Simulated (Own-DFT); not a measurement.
## Calculated data, GaP (zincblende, atoms displaced)

A calculation, not a measurement: plane-wave PBE density functional theory by an unreviewed code, no spin, of a simulated periodic cell, stress positive in tension, free energy of the whole cell less one offset for each atom, forces on such cells passed a denser k mesh, this cell's mesh not checked; offsets are fitted by least squares, one for each functional and potential file, so energies compare only between cells with the same atoms and settings and are not formation energies; the far tail of each file's local potential was reset to the Coulomb form; each entry is a single point on an unrelaxed cell, so the pressure reflects the starting lattice, mostly measured values (interpolated for alloys), from which strain is counted, and rises with the displacements; printed positions are rounded, which can move forces by about a meV/angstrom; the program, named Own-DFT, is a retired in-house code; no spin-orbit coupling. Program: Own-DFT development build.

Settings shared by all entries: functional PBE; potential files PseudoDojo norm-conserving, scalar-relativistic, standard set; wave cutoff 42 hartree; occupations Fermi-Dirac; smearing width 0.1 eV; k mesh 2 x 3 x 3 centred on Gamma.

(1) GaP (zincblende, atoms displaced)

```xyz
96
Lattice="16.3515 0.0000 0.0000 0.0000 10.9010 0.0000 0.0000 0.0000 10.9010" Properties=species:S:1:pos:R:3 GaP
Ga     0.0631    10.7395     0.0876
Ga     0.0538     2.6757     2.5319
Ga     2.7563    10.6628     2.6648
Ga     2.6045     2.8378    10.6817
P      1.4107     1.3924     1.4010
P      1.3281     4.0221     3.9905
P      4.1780     1.0798     4.1548
P      4.0788     4.0372     1.4320
Ga     0.1826     0.1208     5.6088
Ga    16.2431     2.7528     8.3224
Ga     2.6291     0.1143     7.9686
Ga     2.8241     2.7329     5.3760
P      1.4424     1.3949     6.5093
P      1.5814     3.9197     9.3862
P      4.1800     1.5959     9.6578
P      3.9213     4.1593     6.8220
Ga     0.1012     5.7951    10.8126
Ga     0.4145     7.9112     2.7415
Ga     2.4460     5.4695     2.7013
Ga     2.9678     7.9417     0.1847
P      1.4014     6.9650     1.1664
P      1.2253     9.3521     4.1393
P      4.0978     6.7222     4.1151
P      3.9599     9.6165     1.6269
Ga    16.3061     5.6868     5.5787
Ga     0.0620     8.2837     8.0647
Ga     2.4360     5.4696     8.0025
Ga     2.4593     8.1883     5.4615
P      1.5331     6.6726     6.7322
P      1.5470     9.5600     9.7605
P      4.1185     6.9114     9.4355
P      4.0951     9.5187     6.8976
Ga     5.5405    10.8424     0.2520
Ga     5.3083     2.7174     2.7121
Ga     8.2488    10.7200     2.6696
Ga     8.1609     2.8122     0.0758
P      6.9206     1.5114     1.2851
P      6.6241     4.1245     4.0148
P      9.6110     1.3876     4.1924
P      9.4737     4.0526     1.1998
Ga     5.4989    10.7421     5.6184
Ga     5.4853     2.7575     8.2038
Ga     8.2844    10.6467     8.1517
Ga     8.0061     2.7454     5.2538
P      6.6332     1.4884     6.5662
P      6.6893     3.9081     9.6161
P      9.4965     1.3842     9.2886
P      9.5665     4.0134     6.9093
Ga     5.4691     5.6200     0.1032
Ga     5.2714     8.2216     2.6936
Ga     8.0621     5.2187     2.6114
Ga     7.9720     8.2931     0.0926
P      6.7354     6.9048     1.4289
P      6.9032     9.9218     3.9721
P      9.6632     6.8502     4.2655
P      9.7652     9.2842     1.3840
Ga     5.4591     5.4078     5.4377
Ga     5.3882     8.0687     8.0042
Ga     7.9873     5.2140     7.9738
Ga     8.2928     8.1833     5.6111
P      6.6703     6.8829     6.6820
P      6.9597     9.4985     9.4692
P      9.5151     6.9561     9.7129
P      9.4966     9.6815     6.8225
Ga    10.8170    10.7304     0.0639
Ga    10.8665     2.5120     2.7066
Ga    13.5379    10.8941     2.9654
Ga    13.6167     2.6412     0.0321
P     12.2675     1.4120     1.6511
P     12.1391     4.1370     4.0847
P     15.3175     1.5110     4.0161
P     15.1372     3.9726     1.5530
Ga    10.4121     0.0541     5.6859
Ga    10.7881     2.7853     8.0230
Ga    13.7664     0.1454     8.1930
Ga    13.7341     2.9921     5.3149
P     12.0640     1.2132     7.0302
P     12.2167     3.8934     9.7781
P     15.1162     1.4304     9.3348
P     14.9474     4.0049     6.8158
Ga    10.7852     5.2054     0.0018
Ga    11.0712     8.0109     3.0887
Ga    13.5232     5.3834     2.5341
Ga    13.7238     8.0951     0.1128
P     12.3737     6.6406     1.3356
P     12.5005     9.5700     4.0606
P     14.9169     6.7103     4.0716
P     15.2872     9.6868     1.4572
Ga    11.0298     5.4512     5.5190
Ga    11.1629     8.1345     7.9829
Ga    13.3120     5.3525     8.2405
Ga    13.6666     7.9361     5.5468
P     12.2339     6.9220     6.8501
P     12.1597     9.6683     9.5455
P     15.0525     6.7672     9.6169
P     14.8541     9.6642     6.8086
```

```
free energy of cell above offsets : -20.101 eV
pressure                          : 7.67 GPa
stress xx                         : -7.67 GPa
stress yy                         : -7.5 GPa
stress zz                         : -7.85 GPa
stress yz                         : 1.7 GPa
stress xz                         : 1.72 GPa
stress xy                         : 0.23 GPa
```

Force:
```tsv
element	x (eV/Å)	y (eV/Å)	z (eV/Å)
Ga	1.502	2.915	-2.165
Ga	2.11	-0.571	1.832
Ga	-5.702	5.713	5.404
Ga	3.562	-3.261	5.375
P	1.263	-1.196	-1.73
P	-0.628	0.36	1.433
P	-0.996	1.361	-0.795
P	-1.638	1.802	-1.474
Ga	-4.258	-3.188	-3.099
Ga	2.865	2.597	-3.32
Ga	1.104	-0.062	2.465
Ga	0.646	0.258	-1.627
P	1.503	2.786	3.997
P	-4.757	4.281	-2.583
P	-0.368	-2.911	-0.675
P	1.889	-0.401	-0.019
Ga	0.261	-4.459	0.639
Ga	-4.256	1.38	1.294
Ga	2.211	-0.246	-0.156
Ga	1.608	3.287	-1.922
P	0.754	-2.616	0.967
P	0.288	2.793	-0.181
P	-1.493	1.118	-0.549
P	5.146	-4.464	-6.565
Ga	-0.957	-2.708	-1.259
Ga	0.097	0.002	1.259
Ga	4.162	-2.834	4.115
Ga	3.972	-0.235	0.026
P	-3.877	4.349	-1.519
P	0.256	-0.606	-2.275
P	-0.626	-2.043	0.611
P	-1.363	-0.197	-0.832
Ga	-0.396	0.821	-1.694
Ga	0.544	-1.826	0.443
Ga	3.189	2.633	-2.629
Ga	0.019	-1.672	-3.375
P	-0.826	-1.887	2.328
P	0.997	-0.546	-0.161
P	-2.006	0.317	-1.643
P	0.364	-0.758	3.808
Ga	-0.248	0.183	-1.117
Ga	-1.21	-0.521	-1.497
Ga	-2.172	4.064	1.831
Ga	1.068	0.043	0.44
P	1.105	-0.187	2.323
P	0.992	2.982	0.105
P	-0.525	-0.422	2.626
P	-1.894	2.356	-3.738
Ga	-0.906	-1.798	-1.17
Ga	1.58	-0.58	2.193
Ga	0.419	1.744	0.388
Ga	2.185	-0.971	0.451
P	0.671	0.067	0.638
P	-2.777	-4.553	2.944
P	-1.994	-1.675	0.021
P	-1.749	-0.036	1.346
Ga	-1.406	0.128	0.37
Ga	0.556	1.397	1.671
Ga	-0.19	1.521	2.112
Ga	-1.017	0.47	-1.569
P	1.9	-1.354	-0.089
P	-3.116	0	0.27
P	0.399	-1.344	-1.738
P	-0.293	-7.472	1.888
Ga	-0.099	2.344	-0.31
Ga	-1.815	3.045	1.507
Ga	4.374	3.18	-2.7
Ga	1.748	-0.596	1.263
P	1.964	-2.384	-3.58
P	0.715	-0.526	-1.035
P	-2.862	-1.732	1.886
P	-2.504	3.024	-3.718
Ga	5.815	3.779	-3.289
Ga	2.517	-1.986	2.851
Ga	-2.322	-0.814	0.334
Ga	-0.75	-2.472	-0.88
P	1.058	0.739	-2.141
P	-0.914	0.663	-2.512
P	-1.978	-2.855	4.895
P	0.589	2.399	1.484
Ga	1.185	3.5	-1.222
Ga	1.327	1.089	-2.426
Ga	2.001	-2.082	2.551
Ga	0.063	1.651	-0.111
P	-2.761	1.95	-1.098
P	-3.59	-3.544	4.103
P	0.903	0.142	-0.901
P	-3.568	-2.959	2.571
Ga	-1.428	-0.281	0.545
Ga	-4.622	4.192	5.12
Ga	1.867	-0.366	0.651
Ga	1.103	2.589	-1.427
P	2.496	-4.586	-2.15
P	2.652	-1.421	-0.631
P	-2.396	1.383	-3.285
P	1.692	-1.195	-0.792
```

(2) GaP (zincblende, atoms displaced)

```xyz
96
Lattice="16.3515 0.0000 0.0000 0.0000 10.9010 0.0000 0.0000 0.0000 10.9010" Properties=species:S:1:pos:R:3 GaP
Ga     0.0532     0.1193     0.0977
Ga     0.2934     2.7374     3.0997
Ga     2.7697     0.1330     2.7079
Ga     2.8892     2.7020    10.8463
P      1.4819     1.3154     1.4476
P      1.1594     4.0451     4.1197
P      3.9967     1.5354     4.1295
P      4.0320     3.9715     1.7300
Ga     0.1742     0.1546     5.3560
Ga     0.0755     2.7707     8.1827
Ga     2.6251    10.7251     8.2336
Ga     2.6394     2.4698     5.4733
P      1.7843     1.3955     6.7379
P      1.5002     3.7983     9.2309
P      4.0964     1.3331     9.4846
P      4.1018     3.9938     6.7397
Ga    16.1958     5.4501     0.1709
Ga     0.1254     8.1586     2.7120
Ga     2.7085     5.6648     2.9216
Ga     2.9070     8.2063     0.1180
P      1.3002     6.6962     1.4819
P      1.4710     9.7466     4.0094
P      3.8174     6.7770     3.9173
P      3.9057     9.4181     1.3343
Ga     0.0573     5.5255     5.5186
Ga     0.1542     8.2960     8.2992
Ga     2.6790     5.3908     8.3543
Ga     2.7908     8.2115     5.3484
P      1.2935     6.9513     6.9835
P      1.4847     9.5051     9.5310
P      4.1510     6.5290     9.4894
P      4.0865     9.7811     6.7925
Ga     5.3852     0.4622     0.2847
Ga     5.5709     2.9237     2.8402
Ga     8.1214     0.2608     2.5826
Ga     8.1807     2.4650    10.7546
P      6.6304     1.4198     1.3593
P      6.7535     4.2747     4.2742
P      9.5135     1.5376     4.1241
P      9.6243     4.0322     1.2944
Ga     5.2292    10.6970     5.0876
Ga     5.3919     2.7404     7.8479
Ga     7.9842    10.7909     8.3779
Ga     8.1025     2.8463     5.0772
P      6.7123     1.4080     6.5567
P      6.6974     4.5614     9.5482
P      9.3759     1.5141     9.5637
P      9.6904     3.7687     6.9716
Ga     5.4217     5.5880     0.0254
Ga     5.4156     7.9841     2.7977
Ga     8.0769     5.6047     2.7163
Ga     8.1958     8.0925     0.1953
P      6.8051     6.6594     1.3026
P      7.0484     9.6746     4.2930
P      9.5651     6.8466     4.2820
P      9.7746     9.5131     1.3486
Ga     5.4755     5.6518     5.2423
Ga     5.6679     8.2648     8.1739
Ga     8.0210     5.6131     8.1106
Ga     8.0013     8.0603     5.3702
P      6.7486     6.9690     7.0017
P      6.9531     9.5941     9.4139
P      9.4874     6.8670     9.5816
P      9.5094     9.3973     7.0676
Ga    10.8258     0.1302    10.6499
Ga    10.8570     2.7048     2.7999
Ga    13.5987    10.6347     2.8901
Ga    13.4536     2.6055    10.8773
P     12.2360     1.3192     1.2294
P     12.0300     4.2838     4.1245
P     14.9128     1.0436     3.8956
P     15.0528     4.2719     1.5758
Ga    10.8999    10.8650     5.4220
Ga    11.0082     2.6498     8.4728
Ga    13.8689     0.1124     8.3753
Ga    13.8481     2.7599     5.5574
P     12.2544     1.4040     7.0635
P     12.1888     4.1256     9.4921
P     15.3095     1.4266     9.7370
P     15.0003     4.0288     6.7444
Ga    10.8632     5.3102    10.8704
Ga    10.8546     8.0648     2.9761
Ga    13.5909     5.3275     2.6793
Ga    13.4656     8.2277    10.8629
P     12.1731     6.9426     1.5155
P     12.1378     9.5902     4.2032
P     15.1167     6.7762     3.9858
P     15.2703     9.4298     1.0917
Ga    10.9968     5.3431     5.3484
Ga    11.0806     8.1631     8.3334
Ga    13.6677     5.6028     8.2985
Ga    13.4307     8.3263     5.4246
P     12.0194     6.7507     6.8375
P     11.9785     9.6959     9.4141
P     15.2483     6.8298     9.5775
P     14.8316     9.4146     6.6624
```

```
free energy of cell above offsets : -13.826 eV
pressure                          : 8.38 GPa
stress xx                         : -8.41 GPa
stress yy                         : -8.58 GPa
stress zz                         : -8.15 GPa
stress yz                         : -1.69 GPa
stress xz                         : 0.23 GPa
stress xy                         : -1.15 GPa
```

Force:
```tsv
element	x (eV/Å)	y (eV/Å)	z (eV/Å)
Ga	2.22	-1.187	0.594
Ga	-5.698	-6.91	-6.791
Ga	1.39	-0.912	0.302
Ga	-0.781	0.173	0.986
P	-1.042	2.317	-1.193
P	6.105	6.265	5.748
P	2.691	-1.628	-2.625
P	-1.1	2.197	-2.725
Ga	-0.914	-0.822	1.143
Ga	-2.076	-2.126	-2.734
Ga	1.694	2.031	-0.906
Ga	3.416	7.921	-4.867
P	-7.357	-5.65	6.865
P	1.189	2.211	4.658
P	0.708	0.037	-0.508
P	-2.112	2.875	-1.827
Ga	1.572	-0.223	-1.092
Ga	-0.421	1.134	0.412
Ga	-6.021	-7.882	-5.832
Ga	-3.207	-4.486	-3.889
P	1.524	0.584	-1.613
P	-0.436	-2.141	0.374
P	7.052	5.4	6.407
P	4.645	4.231	3.791
Ga	-0.651	0.357	0.464
Ga	-2.472	0.174	-1.305
Ga	0.021	0.236	-2.865
Ga	-1.06	1.166	1.749
P	2.081	-1.587	-1.743
P	-0.908	0.038	2.893
P	-0.492	4.223	0.13
P	0.652	-2.989	0.075
Ga	-5.743	-6.319	-5.588
Ga	-0.154	-1.144	0.86
Ga	1.843	-2.026	0.782
Ga	-4.398	5.941	4.523
P	5.516	4.765	4.391
P	1.133	0.346	-3.13
P	0.489	-2.55	-0.935
P	-2.126	-0.713	1.207
Ga	0.395	1.889	1.3
Ga	1.653	-0.822	2.412
Ga	5.264	6.044	-6.545
Ga	0.723	-0.772	4.52
P	0.84	-1.069	0.163
P	1.088	-4.817	-0.884
P	3.181	-4.466	-4.313
P	-1.95	2.397	-1.968
Ga	-1.59	-2.046	2.102
Ga	0.873	1.643	-1.024
Ga	2.222	-1.767	1.006
Ga	0.773	1.362	-0.957
P	-0.641	2.526	1.103
P	-1.443	0.345	-2.939
P	-1.518	-1.304	-0.577
P	-1.818	0.691	0.588
Ga	-2.406	0.982	3.235
Ga	-3.936	2.051	1.393
Ga	3.151	-1.623	0.516
Ga	1.49	0.119	2.572
P	0.462	-2.021	-5.06
P	-4.996	-4.847	7.56
P	0.593	-0.688	-0.083
P	-0.173	0.923	-1.911
Ga	-0.94	0.175	2.369
Ga	0.945	0.76	-1.461
Ga	-0.484	-0.771	-3.842
Ga	2.186	2.07	-0.327
P	-0.719	-1.354	2.321
P	5.899	-5.343	-4.736
P	2.179	4.128	2.432
P	0.185	-4.336	-1.013
Ga	-1.9	1.356	3.156
Ga	-1.041	-0.423	-1.688
Ga	-0.788	-0.883	-1.226
Ga	-3.183	-2.627	-2.18
P	1.281	-0.678	-1.569
P	2.558	0.836	1.199
P	-2.63	1.489	-1.932
P	1.742	2.533	2.568
Ga	-0.169	2.16	0.236
Ga	0.097	1.494	-1.219
Ga	-1.588	2.384	1.374
Ga	0.459	0.344	-0.054
P	0.799	-1.529	-1.18
P	-0.237	-0.798	-1.782
P	-1.684	0.699	1.011
P	-2.488	-0.8	1.968
Ga	-4.954	2.856	6.042
Ga	-2.839	-1.93	-1.533
Ga	-0.053	-0.486	-1.176
Ga	0.496	-3.292	0.328
P	2.468	0.475	0.01
P	4.811	0.713	0.973
P	-2.312	0.443	-0.157
P	2.891	2.28	2.696
```
